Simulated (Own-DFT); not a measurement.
Al₅Ga₃N₈ (wurtzite random alloy, atoms displaced) (calculated)

All values are calculated (Own-DFT development build). A calculation, not a measurement: plane-wave PBE density functional theory by an unreviewed code, no spin, of a simulated periodic cell, stress positive in tension, free energy of the whole cell less one offset for each atom, forces on such cells passed a denser k mesh, this cell's mesh not checked; offsets are fitted by least squares, one for each functional and potential file, so energies compare only between cells with the same atoms and settings and are not formation energies; the far tail of each file's local potential was reset to the Coulomb form; each entry is a single point on an unrelaxed cell, so the pressure reflects the starting lattice, mostly measured values, from which strain is counted, and rises with the displacements; printed positions are rounded, which can move forces by about a meV/angstrom; the program is a retired in-house code; no spin-orbit coupling.

## Al₅Ga₃N₈ (wurtzite random alloy, atoms displaced)

```cif
# cell vector a (Å): 12.5635 0.0000 0.0000
# cell vector b (Å): -6.2817 10.8803 0.0000
# cell vector c (Å): 0.0000 0.0000 10.1163
data_Al5Ga3N8
_symmetry_space_group_name_H-M 'P 1'
_symmetry_Int_Tables_number 1
_cell_length_a 12.5635
_cell_length_b 12.5635
_cell_length_c 10.1163
_cell_angle_alpha 90.000
_cell_angle_beta 90.000
_cell_angle_gamma 120.000
_cell_volume 1382.84
loop_
_atom_site_label
_atom_site_type_symbol
_atom_site_fract_x
_atom_site_fract_y
_atom_site_fract_z
_atom_site_occupancy
Ga1 Ga 0.08722 0.17166 0.00277 1
Al1 Al 0.15910 0.08379 0.23167 1
N1 N 0.07751 0.14705 0.18432 1
N2 N 0.16558 0.08968 0.45989 1
Al2 Al 0.07474 0.15717 0.50047 1
Al3 Al 0.16686 0.09087 0.74181 1
N3 N 0.07724 0.16878 0.68426 1
N4 N 0.17956 0.08934 0.93112 1
Ga2 Ga 0.08577 0.42182 0.99986 1
Al4 Al 0.17787 0.33034 0.24500 1
N5 N 0.07863 0.42501 0.20830 1
N6 N 0.16775 0.32967 0.43340 1
Ga3 Ga 0.08450 0.41507 0.50743 1
Al5 Al 0.17617 0.33528 0.75270 1
N7 N 0.08944 0.42706 0.69318 1
N8 N 0.16932 0.32867 0.93661 1
Ga4 Ga 0.08367 0.65946 0.00570 1
Ga5 Ga 0.16228 0.58990 0.23801 1
N9 N 0.07893 0.65349 0.18172 1
N10 N 0.16902 0.59053 0.43459 1
Al6 Al 0.08701 0.66396 0.50007 1
Al7 Al 0.16085 0.58605 0.75831 1
N11 N 0.08591 0.66568 0.68950 1
N12 N 0.16406 0.58185 0.93118 1
Al8 Al 0.09238 0.91120 0.00574 1
Al9 Al 0.17306 0.83886 0.24763 1
N13 N 0.08915 0.91330 0.19636 1
N14 N 0.15019 0.83438 0.44782 1
Al10 Al 0.09323 0.91936 0.51101 1
Al11 Al 0.18352 0.84011 0.76209 1
N15 N 0.08549 0.91538 0.69261 1
N16 N 0.15677 0.82679 0.92961 1
Al12 Al 0.34923 0.17757 0.00300 1
Al13 Al 0.41010 0.07239 0.25162 1
N17 N 0.33779 0.16052 0.18123 1
N18 N 0.41307 0.07569 0.43813 1
Al14 Al 0.33064 0.16495 0.49644 1
Al15 Al 0.40714 0.07977 0.74557 1
N19 N 0.33902 0.16327 0.67823 1
N20 N 0.41988 0.08319 0.92832 1
Ga6 Ga 0.33846 0.41541 0.99934 1
Al16 Al 0.42965 0.34622 0.25781 1
N21 N 0.32982 0.40810 0.20060 1
N22 N 0.39949 0.32687 0.43984 1
Al17 Al 0.35079 0.43057 0.49654 1
Al18 Al 0.41506 0.32916 0.73927 1
N23 N 0.33620 0.42303 0.69199 1
N24 N 0.41689 0.31759 0.94187 1
Ga7 Ga 0.32578 0.66879 0.99826 1
Al19 Al 0.42413 0.59094 0.23866 1
N25 N 0.33588 0.66013 0.17709 1
N26 N 0.41765 0.58389 0.44519 1
Al20 Al 0.34061 0.67948 0.50884 1
Al21 Al 0.41408 0.58939 0.75434 1
N27 N 0.33902 0.66969 0.69404 1
N28 N 0.40794 0.57616 0.93715 1
Ga8 Ga 0.33598 0.91573 0.99617 1
Ga9 Ga 0.42056 0.83803 0.26561 1
N29 N 0.33673 0.90750 0.18162 1
N30 N 0.40679 0.82462 0.44670 1
Al22 Al 0.34097 0.92130 0.51179 1
Al23 Al 0.41215 0.82990 0.74343 1
N31 N 0.34208 0.92517 0.69527 1
N32 N 0.41539 0.84125 0.93685 1
Al24 Al 0.58778 0.16329 0.99655 1
Ga10 Ga 0.66951 0.08550 0.24895 1
N33 N 0.57653 0.15772 0.17822 1
N34 N 0.67368 0.09485 0.43978 1
Al25 Al 0.58207 0.16409 0.47128 1
Al26 Al 0.67309 0.07933 0.74753 1
N35 N 0.59128 0.16107 0.69795 1
N36 N 0.67716 0.09330 0.93816 1
Al27 Al 0.58388 0.40842 0.00162 1
Ga11 Ga 0.66541 0.33760 0.24647 1
N37 N 0.58661 0.41453 0.18540 1
N38 N 0.65765 0.32503 0.44426 1
Ga12 Ga 0.59111 0.41612 0.48819 1
Al28 Al 0.66888 0.35015 0.75451 1
N39 N 0.59253 0.42582 0.70013 1
N40 N 0.67097 0.34229 0.94385 1
Al29 Al 0.58989 0.67563 0.00534 1
Ga13 Ga 0.66635 0.58647 0.25587 1
N41 N 0.58235 0.66387 0.19470 1
N42 N 0.65568 0.57391 0.42796 1
Ga14 Ga 0.57626 0.66488 0.50933 1
Al30 Al 0.66946 0.59398 0.74151 1
N43 N 0.58354 0.66568 0.69205 1
N44 N 0.66469 0.58149 0.93889 1
Ga15 Ga 0.59449 0.93604 0.99776 1
Ga16 Ga 0.67861 0.83977 0.26277 1
N45 N 0.57804 0.91575 0.18332 1
N46 N 0.66311 0.83803 0.43053 1
Al31 Al 0.57730 0.90711 0.50221 1
Al32 Al 0.66177 0.83744 0.75368 1
N47 N 0.58684 0.91416 0.69252 1
N48 N 0.67030 0.83784 0.94490 1
Al33 Al 0.83654 0.17385 0.99871 1
Ga17 Ga 0.91574 0.07740 0.23655 1
N49 N 0.83824 0.16902 0.19737 1
N50 N 0.90944 0.08717 0.44726 1
Al34 Al 0.84255 0.17584 0.49486 1
Ga18 Ga 0.91561 0.07848 0.75603 1
N51 N 0.85218 0.19441 0.68041 1
N52 N 0.92125 0.09044 0.95244 1
Ga19 Ga 0.84458 0.42083 0.99716 1
Ga20 Ga 0.91764 0.32823 0.26034 1
N53 N 0.83659 0.42241 0.19778 1
N54 N 0.91624 0.33759 0.43639 1
Ga21 Ga 0.83705 0.42020 0.49498 1
Al35 Al 0.91302 0.32543 0.74135 1
N55 N 0.83965 0.41610 0.69270 1
N56 N 0.91766 0.33713 0.94018 1
Ga22 Ga 0.83421 0.66304 0.99952 1
Ga23 Ga 0.91344 0.58384 0.25547 1
N57 N 0.81172 0.64950 0.18786 1
N58 N 0.91051 0.58529 0.43895 1
Al36 Al 0.83814 0.67099 0.48442 1
Ga24 Ga 0.92201 0.58329 0.74393 1
N59 N 0.83549 0.66559 0.67947 1
N60 N 0.91843 0.58610 0.94900 1
Al37 Al 0.81467 0.91079 0.00161 1
Al38 Al 0.90281 0.83696 0.25089 1
N61 N 0.84306 0.92610 0.18793 1
N62 N 0.91053 0.82293 0.43612 1
Al39 Al 0.82491 0.91174 0.49480 1
Al40 Al 0.92531 0.83860 0.74319 1
N63 N 0.84048 0.92516 0.68057 1
N64 N 0.91380 0.81946 0.94678 1
```

- functional: PBE
- potential files: PseudoDojo norm-conserving, scalar-relativistic, standard set
- wave cutoff: 42 hartree
- occupations: Fermi-Dirac
- smearing width: 0.05 eV
- k mesh: 3 x 3 x 3 centred on Gamma
- free energy of cell above offsets: -3.351 eV
- pressure: 10.55 GPa
- stress xx: -10.05 GPa
- stress yy: -11.23 GPa
- stress zz: -10.35 GPa
- stress yz: 1 GPa
- stress xz: 0.22 GPa
- stress xy: 3.23 GPa

Force:
```tsv
element	x (eV/Å)	y (eV/Å)	z (eV/Å)
Ga	1.572	-1.734	-1.604
Al	6.29	-2.167	2.755
N	-2.561	4.685	0.225
N	0.999	-2.346	-2.338
Al	-0.839	2.435	-0.236
Al	0.727	-0.903	0.435
N	1.717	0.726	1.21
N	-0.44	-1.013	0.877
Ga	0.366	-1.613	1.131
Al	-4.353	-0.881	2.295
N	3.527	-2.586	-3.226
N	0.289	-0.066	0.69
Ga	0.944	0.653	-1.632
Al	-2.049	-0.063	-1.345
N	0.503	-1.364	1.298
N	-0.622	1.874	0.309
Ga	-1.554	1.184	-2.504
Ga	4.945	-1.264	3.493
N	-3.938	4.753	1.644
N	1.211	0.437	1.02
Al	-1.579	0.927	0.296
Al	1.178	-0.661	-2.985
N	1.067	2.096	-0.471
N	0.365	0.387	1.435
Al	-2.76	1.355	-0.907
Al	-0.041	-1.737	1.365
N	-2	0.337	-1.102
N	5.977	-2.13	-2.343
Al	-3.903	1.895	-0.05
Al	-2.639	-1.196	-3.759
N	1.023	1.018	0.502
N	1.896	-0.021	3.167
Al	-0.551	-6.301	0.076
Al	0.007	0.896	-1.582
N	-1.196	0.499	2.5
N	-0.207	0.449	-0.638
Al	-0.064	0.046	-0.426
Al	3.635	2.84	1.016
N	-1.948	1.112	0.571
N	-0.055	0.529	1.507
Ga	0.546	-1.069	0.336
Al	-0.611	-2.487	-1.008
N	2.743	2.873	-1.855
N	3.125	0.415	-0.38
Al	-3.218	-3.129	1.283
Al	0.897	0.867	1.063
N	1.172	-0.288	-0.599
N	-0.36	6.264	-2.731
Ga	1.82	0.665	-1.176
Al	-1.567	-2.051	1.698
N	-0.673	1.067	2.699
N	-1.74	2.291	-1.887
Al	-0.865	-6.13	-0.208
Al	1.65	-1.694	0.077
N	-1.66	0.397	-0.561
N	1.233	2.467	0.396
Ga	-2.122	1.607	-0.2
Ga	0.415	-1.737	-3.204
N	-2.042	0.778	2.308
N	0.905	4.195	0.886
Al	-2.146	-0.828	-0.839
Al	0.873	1.632	2.11
N	0.043	-2.744	-1.285
N	2.974	-1.757	-2.113
Al	-1.965	1.621	-1.588
Ga	-0.153	-0.191	0
N	-0.311	0.421	1.635
N	0.738	-2.683	0.195
Al	-0.261	-0.473	4.064
Al	-0.978	2.723	-0.872
N	-2.117	0.851	-1.1
N	0.767	0.435	-1.062
Al	-1.4	2.084	-0.71
Ga	2.1	-1.444	-0.082
N	-2.711	0.571	0.243
N	1.878	0.448	-1.674
Ga	-2.632	-0.342	2.858
Al	3.341	-3.303	0.221
N	-2.811	0.054	-2.116
N	1.358	-2.075	-0.62
Al	-0.01	-2.536	-0.659
Ga	-1.776	-2.185	-2.435
N	-0.27	2.008	-1.569
N	0.535	2.352	4.36
Ga	1.628	0.124	-1.617
Al	2.16	-1.402	2.023
N	-1.648	1.96	1.193
N	-1.45	0.135	-0.441
Ga	-1.338	-3.039	0.411
Ga	-1.896	-0.75	-5.619
N	1.841	0.138	1.614
N	0.068	-0.618	5.35
Al	-0.063	2.799	0.092
Al	3.144	-1.437	0.07
N	-1.54	0.196	-1.14
N	-3.329	-1.701	-2.216
Al	0.914	0.611	1.027
Ga	-1.027	4.318	3.242
N	-0.389	-0.911	-2.622
N	2.177	-2.369	-1.653
Al	-1.813	0.128	0.983
Ga	-0.427	2.601	0.013
N	-0.206	-11.75	-2.367
N	-1.867	-2.159	-0.928
Ga	-2.568	0.108	1.563
Ga	-1.158	1.597	-2.127
N	0.184	-2.084	-0.839
N	0.7	-0.572	2.603
Ga	-0.927	-0.681	1.408
Al	0.316	9.703	4.436
N	-1.428	-0.199	-0.435
N	1.814	-1.757	-1.382
Ga	-1.565	-1.602	0.497
Ga	-0.081	0.464	-1.33
N	3.876	4.482	-0.021
N	2.153	0.295	0.882
Al	-1.489	-2.392	2.672
Ga	-1.229	0.242	1.213
N	-1.1	1.251	-0.214
N	1.249	-0.554	-2.08
Al	6.639	2.715	0.538
Al	4.674	-2.507	-0.135
N	-1.947	-4.24	-1.772
N	-1.43	4.091	-0.692
Al	1.38	1.532	0.625
Al	-0.765	-1.719	1.277
N	-1.015	-3.066	0.784
N	-0.875	4.998	-1.451
```
